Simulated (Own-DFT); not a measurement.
## Calculated data, Al₃₂O₄₇ (corundum with one vacancy, atoms displaced)

All values are calculated (Own-DFT development build). A calculation, not a measurement: plane-wave PBE density functional theory by an unreviewed code, no spin, of a simulated periodic cell, stress positive in tension, free energy of the whole cell less one offset for each atom, defect cell not probed for a lower state with spin; oxygen file: force components 24 meV/angstrom off all-electron in one glass; forces on such cells passed a denser k mesh, this cell's mesh not checked; offsets are fitted by least squares, one for each functional and potential file, so energies compare only between cells with the same atoms and settings and are not formation energies; the far tail of each file's local potential was reset to the Coulomb form; each entry is a single point on an unrelaxed cell, so the pressure reflects the starting lattice, mostly measured values, from which strain is counted, and rises with the displacements; printed positions are rounded, which can move forces by about a meV/angstrom; the program is a retired in-house code; no spin-orbit coupling; before rounding, a Quantum ESPRESSO 7.3.1 run of the same cell and cutoff gave forces within 1 meV/angstrom rms on each cell, which checks the program and not the settings.

Entry: Al₃₂O₄₇ (corundum with one vacancy, atoms displaced)

```
CELL_PARAMETERS angstrom
5.49400 0.00000 8.66040
-2.74700 4.75790 8.66040
-2.74700 -4.75790 8.66040
ATOMIC_POSITIONS crystal
Al 0.17386 0.17182 0.17714
Al 0.32270 0.33716 0.32524
Al 0.43532 0.41574 0.42440
Al 0.07306 0.08098 0.08352
O 0.26486 0.47273 0.14214
O 0.47726 0.12845 0.27354
O 0.13026 0.26540 0.48944
O 0.22259 0.02129 0.35807
O 0.02738 0.37298 0.21305
O 0.35675 0.22140 0.02409
Al 0.17965 0.19278 0.66899
Al 0.31223 0.31935 0.81928
Al 0.42139 0.43206 0.92751
Al 0.07498 0.07755 0.56607
O 0.26487 0.47722 0.63428
O 0.48009 0.13375 0.76466
O 0.14250 0.28409 0.95201
O 0.19419 0.03028 0.89789
O 0.03728 0.39708 0.69604
O 0.36766 0.24127 0.52471
Al 0.15244 0.68385 0.18764
Al 0.32918 0.81601 0.32691
Al 0.42516 0.92373 0.42633
Al 0.04495 0.59113 0.07279
O 0.27072 0.97200 0.11902
O 0.47246 0.63437 0.26440
O 0.12402 0.78315 0.46727
O 0.23261 0.53073 0.36904
O 0.37815 0.72602 0.02584
Al 0.16876 0.67810 0.68014
Al 0.32123 0.82426 0.83004
Al 0.42741 0.92147 0.92982
Al 0.07385 0.59392 0.55913
O 0.28269 0.96734 0.62690
O 0.46886 0.62072 0.77733
O 0.12064 0.75009 0.97237
O 0.20026 0.53267 0.87593
O 0.03709 0.87353 0.70906
O 0.38594 0.71644 0.51974
Al 0.68150 0.17069 0.16911
Al 0.81371 0.31893 0.33587
Al 0.94244 0.42064 0.42260
Al 0.57028 0.08849 0.07901
O 0.77233 0.46490 0.14114
O 0.96934 0.12461 0.28138
O 0.61204 0.28614 0.47707
O 0.72362 0.03186 0.37640
O 0.55216 0.37268 0.20641
O 0.86860 0.22452 0.04665
Al 0.68110 0.15756 0.69132
Al 0.80611 0.31897 0.82463
Al 0.92445 0.41834 0.92125
Al 0.57289 0.08015 0.57421
O 0.77315 0.46277 0.62047
O 0.96560 0.11445 0.78613
O 0.64110 0.27354 0.96866
O 0.74800 0.00850 0.85928
O 0.51949 0.37342 0.74445
O 0.86752 0.20213 0.53596
Al 0.68430 0.66842 0.16395
Al 0.80836 0.81555 0.32727
Al 0.92240 0.93313 0.41670
Al 0.57466 0.57183 0.07353
O 0.76427 0.98028 0.13268
O 0.96626 0.62635 0.26311
O 0.62424 0.78207 0.46811
O 0.70053 0.53466 0.37076
O 0.51316 0.87829 0.21443
O 0.86885 0.72796 0.03704
Al 0.67257 0.65505 0.68456
Al 0.83291 0.80487 0.83394
Al 0.93825 0.92538 0.92414
Al 0.58207 0.56046 0.58427
O 0.77928 0.96529 0.61974
O 0.96401 0.63111 0.77146
O 0.61658 0.76755 0.98309
O 0.70278 0.52316 0.89397
O 0.53305 0.89318 0.70135
O 0.88969 0.71282 0.52026
```

* functional: PBE
* potential files: PseudoDojo norm-conserving, scalar-relativistic, standard set
* wave cutoff: 72 hartree
* occupations: Fermi-Dirac
* smearing width: 0.1 eV
* k mesh: 3 x 3 x 3 centred on Gamma
* free energy of cell above offsets: -43.431 eV
* pressure: 13.8 GPa
* stress xx: -13.04 GPa
* stress yy: -15.07 GPa
* stress zz: -13.29 GPa
* stress yz: -0.9 GPa
* stress xz: -3.39 GPa
* stress xy: -0.63 GPa

Force:
| element | x (eV/Å) | y (eV/Å) | z (eV/Å) |
| --- | --- | --- | --- |
| Al | -0.031 | 1.246 | -0.253 |
| Al | 1.507 | -0.078 | -0.73 |
| Al | -2.288 | 3.219 | 1.596 |
| Al | -0.004 | -0.241 | -1.84 |
| O | 1.948 | 0.672 | -0.68 |
| O | -1.783 | -0.326 | -0.103 |
| O | -0.593 | 2.47 | -2.025 |
| O | -2.04 | -1.812 | 3.91 |
| O | -1.42 | -1.063 | 1.517 |
| O | 2.675 | -0.131 | 3.907 |
| Al | -0.818 | -2.731 | -0.013 |
| Al | 3.903 | 2.925 | 4.976 |
| Al | -2.372 | -1.398 | -2.055 |
| Al | 0.623 | -1.883 | -1.077 |
| O | 1.866 | 1.738 | -0.8 |
| O | -0.853 | -2.271 | -1.024 |
| O | -7.19 | -4.34 | -5.06 |
| O | 2.849 | 2.252 | -1.775 |
| O | -1.604 | -3.16 | -1.64 |
| O | 1.5 | -1.442 | -0.693 |
| Al | 1.134 | 0.981 | 1.121 |
| Al | 0.085 | 0.534 | -0.946 |
| Al | 0.259 | -0.057 | -1.113 |
| Al | 5.89 | -3.969 | -1.035 |
| O | -0.102 | -0.716 | 1.111 |
| O | -0.403 | -2.504 | -1.259 |
| O | 0.046 | 0.187 | -0.394 |
| O | -0.787 | 0.495 | -0.714 |
| O | -0.617 | 0.509 | -2.285 |
| Al | 2.159 | 0.289 | -0.192 |
| Al | -0.396 | 0.177 | -0.128 |
| Al | -0.164 | 0.778 | 0.027 |
| Al | 1.799 | -1.424 | 1.357 |
| O | -0.41 | 0.471 | -0.072 |
| O | -0.105 | 0.716 | 1.844 |
| O | 0.779 | 3.593 | 4.742 |
| O | 0.318 | -0.931 | 1.776 |
| O | -0.7 | -0.186 | 0.89 |
| O | -1.295 | -0.752 | 0.53 |
| Al | -1.12 | -1.11 | 3.507 |
| Al | -0.094 | 0.67 | 0.547 |
| Al | -0.039 | 0.7 | -2.018 |
| Al | 0.123 | -1.067 | -4.563 |
| O | 2.086 | 2.164 | -1.194 |
| O | 0.288 | 0.869 | 0.16 |
| O | 1.913 | -1.009 | 0.828 |
| O | 0.127 | 0.652 | -1.461 |
| O | -2.454 | -2.105 | -1.406 |
| O | 1.98 | 1.389 | -0.797 |
| Al | -1.128 | 1.427 | -1.392 |
| Al | 5.316 | 1.934 | 3.115 |
| Al | 0.033 | 0.587 | 1.509 |
| Al | 1.336 | 0.771 | 0.439 |
| O | 0.923 | -0.548 | 2.157 |
| O | -0.429 | 3.018 | 1.954 |
| O | -5.27 | -2.16 | -3.693 |
| O | -2.909 | -1.647 | 2.121 |
| O | 1.991 | 0.391 | -0.89 |
| O | 1.187 | 2.306 | 2.467 |
| Al | -3.246 | -0.921 | 0.528 |
| Al | 1.725 | 1.284 | 3.074 |
| Al | -0.162 | -1.566 | -0.232 |
| Al | -2.242 | -0.803 | 1.445 |
| O | 2.584 | -0.227 | -1.21 |
| O | -2.141 | -2.375 | 1.369 |
| O | -1.003 | -2.266 | -0.75 |
| O | 1.214 | -2.082 | 2.54 |
| O | 1.761 | 1.202 | 2.864 |
| O | -2.739 | 2.038 | -3.132 |
| Al | -0.625 | 2.649 | 3.402 |
| Al | -1.512 | 2.818 | -0.364 |
| Al | -1.066 | -0.969 | -2.305 |
| Al | -1.467 | 2.417 | -4.654 |
| O | -0.454 | -0.467 | 0.927 |
| O | -0.127 | -1.587 | -0.4 |
| O | 2.37 | 2.353 | 1.071 |
| O | 3.842 | 2.517 | -2.144 |
| O | -1.147 | -3.91 | -1.862 |
| O | -2.788 | 0.828 | -2.96 |
